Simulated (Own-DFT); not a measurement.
# Strain and stress in diamond-structure SiGeSn with randomly placed atoms, 64 atoms (Ge40Si16Sn8)

All numbers below are calculated, not measured. They come from Own-DFT, an in-house plane-wave density functional program, since retired, whose code no person has reviewed. Each row is one single-point run on a periodic cell that was not relaxed, without spin or spin-orbit coupling.

Settings of every run: PBE; PseudoDojo norm-conserving scalar-relativistic files; cutoff 49 hartree; 3 x 3 x 3 k mesh centred on Gamma; Fermi-Dirac smearing of 0.1 eV.

Known limits: forces on such cells moved up to 12 meV/angstrom on a denser k mesh; stress not checked against mesh or cutoff.

Unstrained cell vectors in Å: (11.410, 0.000, 0.000); (0.000, 11.410, 0.000); (0.000, 0.000, 11.410). The unstrained cell has measured lattice constants (interpolated for alloys), not those of this functional. That, the random moves and any unrelaxed bonds set the pressure at no strain. Each run strains this cell uniformly, with the atoms carried along. Every atom was also moved at random, by a Gaussian of width 0.05 Å on each axis. The random placing of the alloy's atoms differs from row to row. Strain is the symmetric tensor, in per cent. Stress is positive in tension, and the pressure is minus a third of its trace.

```
run  e_xx (%)  e_yy (%)  e_zz (%)  s_xx (GPa)  s_yy (GPa)  s_zz (GPa)  P (GPa)  E (meV/atom)
  1     -0.50     -0.50      0.00       -6.01       -5.99       -5.70     5.90          56.8
  2      1.50      1.50      0.00       -2.12       -2.14       -3.10     2.45           3.0
  3      0.75      0.75      0.00       -3.51       -3.41       -3.94     3.62          19.2
  4      2.25      2.25      0.00       -0.97       -1.07       -2.27     1.44           0.0
  5     -3.00     -3.00      0.00      -11.00      -11.02       -9.15    10.39          97.3
  6     -2.00     -2.00      0.00       -8.74       -8.65       -7.53     8.31          65.7
  7     -2.75     -2.75      0.00      -10.34      -10.17       -8.40     9.64          73.0
  8      1.00      1.00      0.00       -2.80       -2.86       -3.54     3.07           2.7
  9      0.25      0.25      0.00           ?           ?           ?        ?             ?
```

E is the free energy for each atom above the lowest run shown.

## Worked fit

The change of volume is close to e_xx + e_yy + e_zz. A straight line through the runs shown gives P = 5.04 - 86 x (fractional change of volume) GPa, with an error of 2 on the slope and a scatter of 0.21 GPa. The strain isn't the same on all axes, but the crystal is cubic, so the slope still estimates the bulk modulus, averaged over pressures from 1.4 to 10.4 GPa.

## Withheld run

Question: what pressure should run 9 give? Its volume changes by 0.50 %.

The line gives 4.6 GPa. The calculation gave 4.24 GPa.
